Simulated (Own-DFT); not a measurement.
# Stretching a layer in its plane: grey tin, 32 atoms (Sn32)

Calculated, not measured: single-point runs of Own-DFT, a retired in-house plane-wave DFT program that no person has reviewed, on unrelaxed cells, without spin or spin-orbit coupling.

Common settings: PBE; PseudoDojo norm-conserving scalar-relativistic files; cutoff 42 hartree; 3 x 3 x 5 k mesh centred on Gamma; cold (Marzari-Vanderbilt) smearing of 0.2 eV.

Keep in mind: forces on such cells failed a check on a denser k mesh; stress not checked against mesh or cutoff.

Unstrained cell vectors in Å: (12.978, 0.000, 0.000); (0.000, 12.978, 0.000); (0.000, 0.000, 6.489). The unstrained cell has measured lattice constants (interpolated for alloys), not those of this functional. That, the random moves and any unrelaxed bonds set the pressure at no strain. Each run strains x and y alike by e, as a substrate would, and holds the height along z. Each coordinate of each atom was shifted by a normal deviate of width 0.05 Å. Stress is positive in tension.

| e (%) | u (Å) | (s_xx + s_yy)/2 (GPa) | s_zz (GPa) |
|---|---|---|---|
| -2.00 | 0.054 | -6.11 | -5.53 |
| -1.50 | 0.052 | ? | ? |
| -1.00 | 0.053 | -4.84 | -4.48 |
| -0.50 | 0.049 | -4.23 | -4.14 |
| 0.25 | 0.044 | -3.27 | -3.37 |
| 0.75 | 0.051 | -2.74 | -2.96 |
| 1.75 | 0.056 | -1.75 | -2.21 |
| 2.25 | 0.052 | -1.31 | -1.81 |
| 2.50 | 0.050 | -1.06 | -1.72 |
| 3.00 | 0.049 | -0.60 | -1.39 |

## Fit

With e as a fraction, the in-plane stress is -3.6 + 116 e - 540 e² GPa (errors 1 and 50, scatter 0.03), and s_zz is -3.6 + 88 e - 444 e² GPa (slope ± 1, scatter 0.05). At e = 0 the first slope is C11 + C12 and the second 2 C12, both with the ions held to the strained lattice and at the cell's own pressure. The term in e² is negative: the layer stiffens under compression and softens under tension. A free layer would change its height as e changes, and the in-plane slope would drop by 2 C12²/C11 to the biaxial modulus. At fixed height, a misfit of 1 % moves the in-plane stress by about 1.2 GPa and s_zz by 0.9 GPa.

## The run left out

The question: what are the two stresses at e = -1.50 %?

From the fit: -5.5 and -5.0 GPa. The calculation gave -5.46 and -4.99 GPa.
